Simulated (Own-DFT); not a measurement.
# How strain changes the stress of wurtzite AlN, 72 atoms (Al36N36)

Calculated, not measured: single-point runs of Own-DFT, a retired in-house plane-wave DFT program that no person has reviewed, on unrelaxed cells, without spin or spin-orbit coupling.

Common settings: PBE; PseudoDojo norm-conserving scalar-relativistic files; cutoff 42 hartree; 4 x 4 x 3 k mesh centred on Gamma; Gaussian smearing of 0.01 eV.

Keep in mind: k mesh not checked against a denser one; stress not checked against mesh or cutoff.

Unstrained cell vectors in Å: (9.336, 0.000, 0.000); (-4.668, 8.085, 0.000); (0.000, 0.000, 9.964). The unstrained cell has measured lattice constants (interpolated for alloys), not those of this functional. That, the random moves and any unrelaxed bonds set the pressure at no strain. Each run strains this cell uniformly, with the atoms carried along. Each coordinate of each atom was shifted by a normal deviate of width 0.05 Å. Strain is the symmetric tensor, in per cent. Stress is positive in tension, and the pressure is minus a third of its trace.

| run | e_xx (%) | e_yy (%) | e_zz (%) | e_yz (%) | e_xz (%) | e_xy (%) | s_xx (GPa) | s_yy (GPa) | s_zz (GPa) | s_yz (GPa) | s_xz (GPa) | s_xy (GPa) | P (GPa) | E (meV/atom) |
|---|---|---|---|---|---|---|---|---|---|---|---|---|---|---|
| 1 | 0.50 | -0.09 | 0.11 | 1.99 | 1.03 | 0.10 | -2.04 | -5.49 | -7.20 | 5.38 | 3.00 | -0.45 | 4.91 | 20.1 |
| 2 | -0.18 | -0.62 | -1.03 | -1.42 | -1.77 | -1.74 | -9.43 | -9.64 | -9.54 | -3.44 | -4.95 | -8.21 | 9.54 | 21.1 |
| 3 | -1.22 | 0.32 | -0.27 | 1.52 | -1.66 | -1.80 | -10.66 | -8.39 | -6.10 | 5.24 | -3.91 | -4.50 | 8.38 | 28.4 |
| 4 | 1.48 | 0.45 | 1.56 | 1.96 | -0.72 | -0.63 | 3.46 | 0.74 | 0.11 | 4.07 | -1.42 | -2.06 | -1.44 | 4.2 |
| 5 | -0.17 | 1.53 | 0.75 | -1.31 | -0.06 | -1.61 | -5.87 | -0.41 | 0.00 | -3.70 | 0.20 | -6.13 | 2.09 | 24.1 |
| 6 | 0.43 | -0.06 | -1.88 | 0.34 | -1.85 | 1.31 | -4.96 | -8.09 | -12.93 | 0.13 | -4.81 | 3.94 | 8.66 | 18.5 |
| 7 | 0.19 | 1.31 | 1.42 | 0.46 | -0.72 | 1.70 | -2.48 | 0.68 | 0.84 | 1.97 | -1.65 | 5.28 | 0.32 | 16.8 |
| 8 | -1.34 | 1.09 | 0.79 | 0.83 | 0.99 | 1.59 | -8.70 | -3.44 | -1.71 | 2.13 | 2.73 | 4.91 | 4.62 | 11.9 |
| 9 | -1.93 | -0.35 | 0.27 | -1.87 | -0.09 | 0.37 | -15.09 | -10.47 | -6.67 | -5.41 | -0.06 | 2.82 | 10.74 | 34.3 |
| 10 | 0.61 | -0.55 | 0.71 | -0.19 | -1.70 | -0.33 | -3.21 | -7.38 | -0.51 | -0.53 | -3.52 | -1.19 | 3.70 | 0.0 |
| 11 | 0.35 | 0.51 | -0.96 | -0.89 | -1.74 | 0.63 | -4.82 | -4.22 | -10.16 | -3.49 | -4.78 | 1.84 | 6.40 | 22.8 |
| 12 | 1.27 | -0.30 | 1.84 | -0.64 | -0.02 | 1.14 | 1.29 | -6.82 | 2.29 | -1.08 | 0.06 | 4.38 | 1.08 | 29.2 |
| 13 | -1.99 | -1.58 | 1.26 | -1.71 | -1.60 | -0.03 | -19.42 | -13.37 | -1.41 | -5.64 | -4.20 | 0.18 | 11.40 | 32.6 |
| 14 | -1.77 | -1.57 | -1.48 | -1.01 | 0.94 | -1.08 | -18.07 | -17.33 | -14.76 | -4.21 | 3.00 | -2.58 | 16.72 | 43.4 |
| 15 | -1.65 | 1.58 | 0.76 | -0.09 | 0.75 | -1.24 | ? | ? | ? | ? | ? | ? | ? | ? |

E is the free energy for each atom above the lowest run shown.

## Working it out

Least squares on the runs shown: each stress against a constant and the strains, taken as fractions with shears doubled. Shear strains stay in the fit of a normal stress only where such slopes are resolved. The slopes, in GPa:

| stress | at no strain | per e_xx | per e_yy | per e_zz | scatter |
|---|---|---|---|---|---|
| s_xx | -6.0 | 496 ± 32 | 170 ± 40 | 59 ± 31 | 1.27 |
| s_yy | -6.5 | 144 ± 31 | 401 ± 39 | 94 ± 30 | 1.22 |
| s_zz | -5.7 | 24 ± 37 | 77 ± 46 | 426 ± 36 | 1.45 |

The slope of each shear stress on twice its own strain, from a fit on all six strains: yz 139 ± 12, xz 133 ± 5, xy 171 ± 14 GPa. These are stiffnesses along x, y and z of the frame in which the cell vectors are given, with the crystal's c axis along z: C11, C12, C13 and C33. Hexagonal symmetry asks that xx and yy behave alike, which is a second check on the noise. No internal relaxation is included, and where it is allowed it would reduce some of the slopes. The table should be nearly symmetric about its diagonal, and what it lacks of that shows the noise. A ninth of the table's sum, 210 ± 6 GPa, estimates the bulk modulus near the mean pressure of these runs, 6.2 GPa, so it lies above the value at zero pressure.

## Prediction

The question: what normal stresses and pressure should run 15 give?

From the fit: s_xx = -11.0, s_yy = -1.8, s_zz = -1.7 and P = 4.8 GPa. Computed: -10.00, -0.31, -2.78 and P = 4.37 GPa.
